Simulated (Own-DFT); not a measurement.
Hf₃₆O₇₁ (tetragonal hafnia with one neutral oxygen vacancy, atoms displaced) (calculated)

A calculation, not a measurement: plane-wave PBE and HSE06 DFT by an unreviewed code, no spin, of a simulated cell at Gamma alone, so results move with cell size and shape, stress positive in tension, energies less offsets, not probed for a lower state with spin; hafnium file: forces about 75 meV/angstrom off all-electron values; oxygen file: force components 24 meV/angstrom off all-electron in a glass; k mesh not checked against a denser one; forces and stress are PBE's, HSE06 gives the energy alone, and its difference from PBE has offsets of its own; offsets are fitted by least squares, one for each functional and potential file, so energies compare only between cells with the same atoms and settings and are not formation energies; the far tail of each file's local potential was reset to the Coulomb form; each entry is a single point on an unrelaxed cell, so the pressure reflects the starting lattice, taken from the Materials Project, from which strain is counted, and rises with the displacements; printed positions are rounded, which can move forces by about a meV/angstrom; the program is a retired in-house code; no spin-orbit coupling. Program: Own-DFT development build.

Entry: Hf₃₆O₇₁ (tetragonal hafnia with one neutral oxygen vacancy, atoms displaced)

```xyz
107
Lattice="10.7800 0.0000 0.0000 0.0000 10.7800 0.0000 0.0000 0.0000 10.4493" Properties=species:S:1:pos:R:3 Hf36O71
Hf    10.7707    10.7264     0.0058
Hf     1.7780     1.8715     2.5526
O     10.7770     1.8211     1.5857
O      1.8313    10.7545     3.6445
O      0.1665     1.7718     4.2607
O      1.7994     0.0723     1.0869
Hf    10.7420     0.0031     5.1815
Hf     1.8456     1.8091     7.8211
O     10.7364     1.7168     6.8191
O      1.7648     0.0002     8.8785
O     10.7559     1.7715     9.4907
O      1.7610    10.7105     6.2659
Hf     0.0626     3.6300    10.4221
Hf     1.8498     5.4742     2.6482
O     10.7185     5.4385     1.5679
O      1.8073     3.5996     3.6721
O      0.0572     5.3812     4.2313
O      1.8163     3.6616     0.9998
Hf    10.7104     3.6527     5.1807
Hf     1.7276     5.4302     7.8234
O      0.0066     5.4328     6.7715
O      1.7164     3.6006     8.7610
O      0.0778     5.4654     9.4037
O      1.7602     3.6528     6.2770
Hf    10.6843     7.1698    10.3202
Hf     1.7783     8.9638     2.6325
O      0.0669     8.9273     1.5481
O      1.7485     7.1280     3.5700
O      0.0139     8.9457     4.1915
O      1.8507     7.2538     0.9157
Hf     0.0662     7.2325     5.1946
Hf     1.8297     8.9970     7.7884
O      0.0500     9.0804     6.7729
O      1.7623     7.2419     8.9542
O     10.7725     9.1349     9.3910
O      1.8428     7.2205     6.2519
Hf     3.5516    10.7761    10.4339
Hf     5.3388     1.7366     2.6434
O      3.6232     1.7885     1.5296
O      5.3921     0.0466     3.6658
O      3.6316     1.7802     4.2139
O      5.4912     0.0711     1.0615
Hf     3.5560    10.7753     5.1229
Hf     5.4395     1.8858     7.8187
O      3.6406     1.9005     6.7057
O      5.4003     0.0653     8.9313
O      3.5844     1.8537     9.4694
O      5.4404    10.7652     6.2615
Hf     3.5869     3.5837    10.3428
Hf     5.3962     5.3770     2.6529
O      3.6237     5.3539     1.5899
O      5.3871     3.5503     3.7072
O      3.6736     5.4704     4.1959
O      5.3689     3.5046     1.0341
Hf     3.5748     3.5463     5.2749
Hf     5.3210     5.4021     7.8052
O      3.5604     5.4260     6.7590
O      3.6693     5.4149     9.3962
O      5.4005     3.5640     6.1890
Hf     3.6531     7.2051     0.0458
Hf     5.3574     8.8424     2.6562
O      3.6467     8.9639     1.6102
O      5.4197     7.2343     3.6387
O      3.5462     9.0051     4.2291
O      5.3846     7.2413     0.9692
Hf     3.5415     7.1829     5.2287
Hf     5.4339     8.9995     7.9041
O      3.6469     9.0223     6.8091
O      5.3876     7.1492     8.9528
O      3.5419     8.9515     9.4669
O      5.4375     7.1324     6.2447
Hf     7.1670    10.7565     0.0247
Hf     8.9538     1.7420     2.6856
O      7.2525     1.7149     1.5520
O      8.9920     0.0351     3.6164
O      7.2273     1.8198     4.1643
O      9.0833    10.7405     1.0652
Hf     7.2404     0.0908     5.2800
Hf     9.0361     1.8492     7.8104
O      7.1952     1.7021     6.9533
O      8.9626     0.0463     8.9078
O      7.2074     1.7838     9.4345
O      8.9849    10.7183     6.2209
Hf     7.1079     3.6486    10.3605
Hf     8.9364     5.4079     2.5258
O      7.1361     5.3596     1.6096
O      8.9550     3.6253     3.6078
O      7.1858     5.3708     4.2433
O      9.0352     3.5472     0.9790
Hf     7.2542     3.5813     5.3215
Hf     8.9340     5.2937     7.9013
O      7.1668     5.3813     6.8078
O      9.0322     3.5420     8.8962
O      7.2691     5.4702     9.4196
O      8.9894     3.6687     6.3280
Hf     7.1655     7.2081     0.0367
Hf     8.9999     8.9943     2.5963
O      7.1668     8.9598     1.6181
O      8.9964     7.1893     3.6436
O      7.1921     9.0035     4.1776
O      8.9667     7.2331     0.9976
Hf     7.2277     7.1733     5.1617
Hf     8.9083     8.9559     7.7865
O      7.1274     8.9347     6.8136
O      8.9128     7.2361     8.7426
O      7.2336     8.9561     9.3895
O      9.0158     7.2045     6.2736
```

Here we set first functional PBE, second functional HSE06, exact exchange share 0.25, screening 0.11 1/bohr, exchange divergence Gygi-Baldereschi, potential files PseudoDojo norm-conserving, scalar-relativistic, made for PBE, standard set, wave cutoff 48 hartree, occupations fixed and k mesh 1 x 1 x 1 centred on Gamma.

The calculation gives: PBE energy of cell above offsets -97.102 eV; HSE06 less PBE above offsets 0.133 eV; PBE pressure 1.51 GPa; PBE stress xx -0.46 GPa; PBE stress yy -2.4 GPa; PBE stress zz -1.67 GPa; PBE stress yz -0.06 GPa; PBE stress xz 0.45 GPa; PBE stress xy -0.04 GPa.

Force:
```
element  x (eV/Å)  y (eV/Å)  z (eV/Å)
     Hf     0.269     1.875     0.364
     Hf    -0.044    -0.981     0.093
      O     0.276     0.413     1.048
      O    -0.062     0.345    -0.273
      O    -0.947     1.052    -0.366
      O     0.374    -0.643    -0.604
     Hf     1.308    -0.518     1.181
     Hf    -1.001    -0.947    -0.502
      O     1.086     0.443     -0.16
      O     1.365     0.724    -0.329
      O     0.563     0.894    -0.664
      O     1.103     0.983    -0.535
     Hf    -1.284    -1.416     0.925
     Hf    -0.585    -3.034    -1.996
      O      1.06     0.283     0.078
      O     0.448     0.842    -0.471
      O    -0.152     0.663    -0.487
      O      0.13    -0.351    -0.158
     Hf     1.848    -0.468     0.147
     Hf     0.418     0.446    -0.094
      O     -0.56    -0.148     0.725
      O     0.384     0.263     1.009
      O    -0.787    -1.628    -0.812
      O     -0.26    -0.465    -0.556
     Hf     2.017     2.508     1.363
     Hf     0.372     0.991    -1.357
      O    -0.738     0.042      0.68
      O     0.283     2.239     1.686
      O     0.056     0.849    -0.815
      O    -1.019    -0.741     1.403
     Hf    -1.755    -0.905     1.246
     Hf    -0.314     0.498     0.705
      O    -0.867    -1.135     0.208
      O    -0.198    -0.589    -2.131
      O    -0.418     -3.47    -0.699
      O     -0.85      0.04     0.094
     Hf     0.654     0.054     1.018
     Hf       0.9     0.569      -1.2
      O    -0.843    -0.026     0.649
      O    -0.314    -1.587     0.104
      O    -0.435     0.602    -0.707
      O    -2.179    -0.491     -0.35
     Hf     0.558     0.115     1.648
     Hf    -0.694     -1.08     0.845
      O     -0.73    -0.423     1.587
      O     -0.36    -0.619    -0.702
      O    -0.053    -1.034    -1.954
      O    -0.512     0.439    -0.114
     Hf     0.408     1.301     2.333
     Hf    -0.877    -1.619     0.683
      O     0.285     0.598     0.338
      O    -0.093     0.889    -0.983
      O    -0.519    -0.761    -0.277
      O     0.381     0.825    -1.384
     Hf    -0.369     0.369    -1.179
     Hf     0.057     0.915    -0.126
      O     0.129    -0.297     0.599
      O    -0.084    -0.993    -0.339
      O     0.681     0.088      1.51
     Hf    -1.642    -0.168    -1.176
     Hf     1.175     3.971    -0.902
      O     -0.87     0.273     0.106
      O     0.082    -2.355     0.638
      O     0.107    -1.599    -0.769
      O      0.99    -0.247     1.997
     Hf     2.299     0.324     0.911
     Hf    -0.651     0.271    -0.543
      O     0.017    -0.354     0.497
      O     0.245     0.498    -1.205
      O      0.61     0.962    -0.329
      O    -0.992    -0.088     -0.26
     Hf     1.196     1.218     0.029
     Hf    -0.136     1.806    -2.987
      O     -0.14     0.324     1.039
      O     0.509    -1.461     1.171
      O     0.443     0.143     1.419
      O    -1.513    -0.652     0.438
     Hf    -1.997    -1.644    -0.968
     Hf     0.277    -2.237     2.554
      O     0.719     0.815    -2.105
      O    -0.279    -0.263    -1.209
      O    -1.025     1.532     0.085
      O    -0.163      0.25     0.154
     Hf      1.15    -1.933     1.671
     Hf     0.802    -0.618     0.567
      O     0.132     0.374    -0.649
      O     0.626    -0.199     0.963
      O    -0.092    -0.268    -0.373
      O    -0.952     1.142    -0.283
     Hf    -1.559     1.001    -2.031
     Hf     0.024     1.716    -1.271
      O     0.414    -0.599     0.696
      O    -0.087     1.237    -0.272
      O    -0.087    -1.277     -0.01
      O     0.191    -0.641    -0.029
     Hf     0.024     0.905    -0.799
     Hf    -0.262     0.087    -0.449
      O      0.32    -0.237    -0.275
      O    -0.087    -0.394    -0.533
      O     0.418     0.253     0.542
      O    -0.313     -0.29     0.025
     Hf     0.237     0.924     1.261
     Hf     1.167     1.659    -0.061
      O     0.582     0.173    -0.057
      O     1.188    -1.601     1.578
      O    -0.574     0.197     0.426
      O    -0.033     0.283    -1.164
```
